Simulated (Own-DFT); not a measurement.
## Calculated data, InGa₃P₄ (zincblende random alloy, strained, atoms displaced)

A calculation, not a measurement: plane-wave PBE density functional theory by an unreviewed code, no spin, of a simulated periodic cell, stress positive in tension, free energy of the whole cell less one offset for each atom, forces on such cells passed a denser k mesh, this cell's mesh not checked; offsets are fitted by least squares, one for each functional and potential file, so energies compare only between cells with the same atoms and settings and are not formation energies; the far tail of each file's local potential was reset to the Coulomb form; each entry is a single point on an unrelaxed cell, so the pressure reflects the starting lattice, mostly measured values, from which strain is counted, and rises with the displacements; printed positions are rounded, which can move forces by about a meV/angstrom; the program is a retired in-house code; no spin-orbit coupling. Program: Own-DFT development build.

InGa₃P₄ (zincblende random alloy, strained, atoms displaced)

```
InGa3P4
1.0
     11.3066     0.0000     0.0000
      0.0000    11.3066     0.0000
      0.0000     0.0000    10.8940
In Ga In P In Ga P Ga In P In Ga P Ga In P Ga P Ga In Ga P Ga In P
1 2 1 4 1 3 4 3 1 4 1 3 4 3 1 4 4 4 2 1 1 4 3 1 4
Direct
  0.00126 0.00492 0.00084
  0.00397 0.23994 0.25316
  0.24834 0.99366 0.23711
  0.25695 0.24495 0.99987
  0.12341 0.11980 0.12462
  0.11924 0.37295 0.37216
  0.37825 0.12419 0.37794
  0.37399 0.36623 0.12270
  0.00287 0.00586 0.49440
  0.00378 0.25421 0.74324
  0.24323 0.99229 0.74769
  0.25253 0.25255 0.49914
  0.12497 0.12870 0.62645
  0.12414 0.38521 0.87579
  0.37702 0.12035 0.87299
  0.37923 0.37624 0.62471
  0.99318 0.49917 0.00282
  0.99200 0.74070 0.24348
  0.24878 0.49886 0.24981
  0.24862 0.75230 0.99827
  0.12889 0.62911 0.12499
  0.11561 0.86554 0.37222
  0.37253 0.62510 0.37299
  0.37796 0.87004 0.11835
  0.99642 0.49496 0.50024
  0.00404 0.75436 0.74618
  0.24297 0.50456 0.75461
  0.23771 0.74073 0.50748
  0.12108 0.62364 0.62653
  0.12322 0.87604 0.88462
  0.37882 0.62353 0.86382
  0.36450 0.87816 0.63434
  0.49050 0.00499 0.00568
  0.50509 0.24939 0.25729
  0.74392 0.99967 0.24375
  0.75169 0.25170 0.99132
  0.63038 0.11744 0.11974
  0.62170 0.37002 0.37029
  0.87621 0.12599 0.37121
  0.87007 0.36878 0.12613
  0.50646 0.00323 0.50037
  0.49128 0.24996 0.74645
  0.75701 0.00483 0.75243
  0.74839 0.24694 0.50250
  0.63136 0.13014 0.62142
  0.63020 0.37826 0.88033
  0.87529 0.12326 0.87712
  0.87778 0.36810 0.61685
  0.49878 0.50182 0.99525
  0.50104 0.74913 0.25041
  0.74614 0.50374 0.25316
  0.74380 0.75555 0.99810
  0.62364 0.62637 0.13269
  0.62458 0.87932 0.37808
  0.87215 0.61848 0.37937
  0.87633 0.88095 0.12528
  0.49829 0.50511 0.50787
  0.50103 0.74711 0.74560
  0.74986 0.50486 0.75056
  0.74639 0.74643 0.50106
  0.62012 0.61883 0.63497
  0.62571 0.88039 0.86942
  0.87146 0.62100 0.87117
  0.87586 0.87636 0.61797
```

```
functional                        : PBE
potential files                   : PseudoDojo norm-conserving, scalar-relativistic, standard set
wave cutoff                       : 42 hartree
occupations                       : Fermi-Dirac
smearing width                    : 0.1 eV
k mesh                            : 3 x 3 x 3 centred on Gamma
free energy of cell above offsets : -29.297 eV
pressure                          : 3.08 GPa
stress xx                         : -2.4 GPa
stress yy                         : -2.58 GPa
stress zz                         : -4.24 GPa
stress yz                         : 0.08 GPa
stress xz                         : -0.49 GPa
stress xy                         : 0.06 GPa
```

Force:
| element | x (eV/Å) | y (eV/Å) | z (eV/Å) |
| --- | --- | --- | --- |
| In | -0.709 | -0.495 | -0.178 |
| Ga | -0.388 | 0.744 | -0.492 |
| Ga | 0.24 | -0.278 | 1.247 |
| In | -1.527 | 0.078 | -0.753 |
| P | 0.974 | 1.064 | 1.711 |
| P | 1.664 | -0.863 | -0.754 |
| P | -0.491 | -0.29 | -0.508 |
| P | 1.697 | 2.126 | 1.635 |
| In | 0.136 | -0.454 | 0.191 |
| Ga | -0.199 | -0.048 | 0.817 |
| Ga | -0.299 | 0.971 | 0.822 |
| Ga | 0.018 | -0.035 | -0.054 |
| P | 1.242 | 0.497 | 0.565 |
| P | -0.716 | -0.612 | -0.189 |
| P | 0.282 | -0.836 | -1.323 |
| P | -1.188 | 0.291 | 0.117 |
| Ga | 0.152 | 0.08 | 0.145 |
| Ga | 0.051 | 0.467 | 0.424 |
| Ga | 0.11 | -0.38 | -0.186 |
| In | 0.956 | -1.137 | -0.65 |
| P | -1.539 | -1.725 | 0.787 |
| P | 1.436 | -0.573 | -0.891 |
| P | -0.009 | 0.049 | 0.621 |
| P | 0.945 | 1.099 | 1.497 |
| In | 0.778 | 0.46 | -0.09 |
| Ga | -0.67 | 0.035 | 0.425 |
| Ga | 0.706 | -0.282 | -0.604 |
| Ga | 0.954 | 1.081 | -0.912 |
| P | 0.395 | 0.201 | 1.002 |
| P | -0.333 | 0.028 | -2.889 |
| P | 0.094 | -0.351 | 0.459 |
| P | 1.227 | -1.027 | -1.521 |
| Ga | 1.089 | -0.486 | -0.527 |
| Ga | -0.584 | -0.779 | -0.988 |
| Ga | 0.702 | -0.199 | 0.663 |
| In | -0.142 | -0.7 | 0.863 |
| P | -1.54 | 0.345 | 0.726 |
| P | -0.225 | 0.097 | 2.03 |
| P | -1.745 | 0.628 | -0.756 |
| P | 2.237 | 0.525 | 0.659 |
| Ga | -0.739 | -0.034 | 0.439 |
| Ga | 1.172 | 0.006 | 0.385 |
| Ga | -0.329 | -0.471 | -0.615 |
| Ga | 0.345 | 0.458 | -1.112 |
| P | -0.73 | -0.663 | 1.033 |
| P | -2.02 | 1.15 | -2.022 |
| P | 0.655 | 0.553 | -2.421 |
| P | -1.884 | -0.613 | 1.895 |
| Ga | -0.022 | -0.17 | 0.518 |
| Ga | -0.177 | 0.406 | 0.343 |
| In | 0.348 | -1.221 | -0.289 |
| Ga | 0.334 | -0.146 | 0.054 |
| P | -1.18 | 1.179 | -2.058 |
| P | -0.828 | 0.219 | -1.085 |
| P | 0.923 | 1.557 | -1.013 |
| P | -1.31 | -1.756 | 0.716 |
| Ga | -0.013 | -0.563 | -0.975 |
| Ga | -0.255 | 1.013 | 0.426 |
| Ga | 0.194 | -1.209 | -0.001 |
| In | -0.28 | -0.056 | 0.354 |
| P | -0.077 | -0.044 | -0.478 |
| P | -0.541 | -0.115 | 0.274 |
| P | 0.495 | 1.051 | 0.483 |
| P | 0.138 | 0.154 | 2.01 |
